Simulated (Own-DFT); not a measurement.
# Point defects and the pressure they add: zincblende GaAs

The numbers are computed, not measured, by runs of the plane-wave DFT program Own-DFT (in-house, retired, unreviewed) at fixed positions, with no spin and no spin-orbit coupling.

Common settings: PBE; PseudoDojo norm-conserving scalar-relativistic files; cutoff 42 hartree; 3 x 3 x 3 k mesh centred on Gamma; Fermi-Dirac smearing of 0.1 eV.

Known weak points (not all hold for every row): not probed for a lower state with spin; forces not confirmed at this smearing and k mesh; stress not checked against mesh or cutoff.

All runs share one cell, with vectors in Å (11.737, 0.000, 0.000); (0.000, 11.737, 0.000); (0.000, 0.000, 10.833) and a volume of 1492.4 Å³, strained against the parent crystal. Atoms were moved at random from their sites; u is the rms move along one axis. The defect's site can differ from row to row.

| cell | formula | u (Å) | P (GPa) |
|---|---|---|---|
| no defect | As32Ga32 | 0.0307 | 1.28 |
| no defect | As32Ga32 | 0.0308 | 1.28 |
| no defect | As32Ga32 | 0.0481 | 1.53 |
| one In on a Ga site | As32Ga31In | 0.0462 | 2.07 |
| one In on a Ga site | As32Ga31In | 0.0472 | 2.09 |
| one In on a Ga site | As32Ga31In | 0.0529 | 2.22 |
| one P on an As site | As31Ga32P | 0.0269 | 0.96 |
| one P on an As site | As31Ga32P | 0.0280 | ? |
| one P on an As site | As31Ga32P | 0.0287 | 1.01 |
| one P on an As site | As31Ga32P | 0.0313 | 1.03 |
| one As vacancy and one Ga vacancy | As31Ga31 | 0.0302 | 0.84 |
| one As vacancy and one Ga vacancy | As31Ga31 | 0.0469 | 1.08 |
| one As vacancy and one Ga vacancy | As31Ga31 | 0.0489 | 1.17 |
| one Al on a Ga site | AlAs32Ga31 | 0.0275 | 1.18 |
| one Al on a Ga site | AlAs32Ga31 | 0.0284 | 1.21 |
| one Al on a Ga site | AlAs32Ga31 | 0.0464 | 1.45 |

## Worked fit

P = P0 + c u² + a shift for each defect gives P0 = 1.09 GPa, c = 197 ± 9 GPa/Å² and a scatter of 0.02 GPa. The shifts, and each times the cell's volume:

- one In on a Ga site: 0.57 ± 0.02 GPa, 5.3 eV
- one Al on a Ga site: -0.05 ± 0.01 GPa, -0.5 eV
- one P on an As site: -0.25 ± 0.02 GPa, -2.4 eV
- one As vacancy and one Ga vacancy: -0.42 ± 0.02 GPa, -3.9 eV

Against the defect-free cell, a freed cell would be larger where the shift is positive and smaller where it is negative (160.2 GPa Å³ is 1 eV). The atoms around the defects weren't relaxed, which would change these numbers.

## Prediction

The question: what pressure belongs in the blank (one P on an As site, u = 0.0280 Å)?

From the fit: 0.99 ± 0.02 GPa. The run itself gave 0.98 GPa.
